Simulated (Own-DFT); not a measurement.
# One cell, two functionals

Calculated results; nothing here was measured. The program, named Own-DFT, is a retired in-house plane-wave density functional code that no person has reviewed. Each row is one single-point run on a periodic cell that was not relaxed, without spin or spin-orbit coupling.

Known limits, some of them of some rows only: forces on such cells failed a check on a denser k mesh; forces on such cells moved up to 12 meV/angstrom on a denser k mesh; forces on such cells passed a denser k mesh, each cell not checked; stress not checked against mesh or cutoff.

Each cell was run twice at the same cutoff, k mesh and smearing, with PBE and with PBEsol, on PseudoDojo norm-conserving files made for PBE. Atoms were moved at random from their sites; u is the rms move along one axis. Files made for PBEsol would give a somewhat different change.

| cell | atoms | volume (Å³/atom) | u (Å) | cutoff (hartree) | P with PBE (GPa) | P with PBEsol (GPa) | change (GPa) |
|---|---|---|---|---|---|---|---|
| C40 NbSi2 with two Nb vacancies (Nb10Si24) | 34 | 15.50 | 0.083 | 42 | 2.64 | -0.62 | -3.26 |
| C40 NbSi2 with two Nb vacancies (Nb10Si24) | 34 | 15.50 | 0.051 | 42 | 0.99 | -2.28 | -3.27 |
| C40 NbSi2 with two Nb vacancies (Nb10Si24) | 34 | 15.50 | 0.082 | 42 | 2.24 | -1.03 | -3.26 |
| D0_22 TiAl3 (Al30Ti10) | 40 | 15.50 | 0.046 | 42 | 3.72 | 1.79 | -1.93 |
| D0_22 TiAl3 (Al30Ti10) | 40 | 15.63 | 0.057 | 42 | 2.95 | 1.04 | -1.90 |
| D0_22 TiAl3 (Al30Ti10) | 40 | 15.63 | 0.047 | 42 | 2.51 | 0.61 | -1.90 |
| L1_0 TiAl (Al16Ti16) | 32 | 16.06 | 0.154 | 42 | 7.30 | 4.45 | -2.85 |
| L1_0 TiAl (Al16Ti16) | 32 | 16.06 | 0.021 | 42 | 1.18 | -1.66 | -2.84 |
| L1_0 TiAl (Al16Ti16) | 32 | 16.23 | 0.051 | 42 | 0.62 | -2.19 | -2.80 |
| beta-Si3N4 (N24Si18) | 42 | 10.68 | 0.044 | 42 | 0.98 | -1.39 | -2.36 |
| beta-Si3N4 (N24Si18) | 42 | 10.41 | 0.043 | 42 | 6.79 | 4.37 | -2.42 |
| beta-Si3N4 (N64Si48) | 112 | 10.40 | 0.050 | 42 | 8.53 | ? | ? |

## Worked reading

Mean change of pressure by composition, in GPa: Nb5Si12, -3.26; AlTi, -2.83; N4Si3, -2.39; Al3Ti, -1.91. At a fixed cell PBEsol gives the lower pressure, because it favours a smaller volume than PBE. Here the change varies more between materials than between cells of one material.

## Withheld value

Question: what PBEsol pressure should the N64Si48 cell with the blank give?

Adding the mean change of the cells with its composition, -2.39 GPa, to 8.53 gives 6.1 GPa. The calculation gave 6.12 GPa.
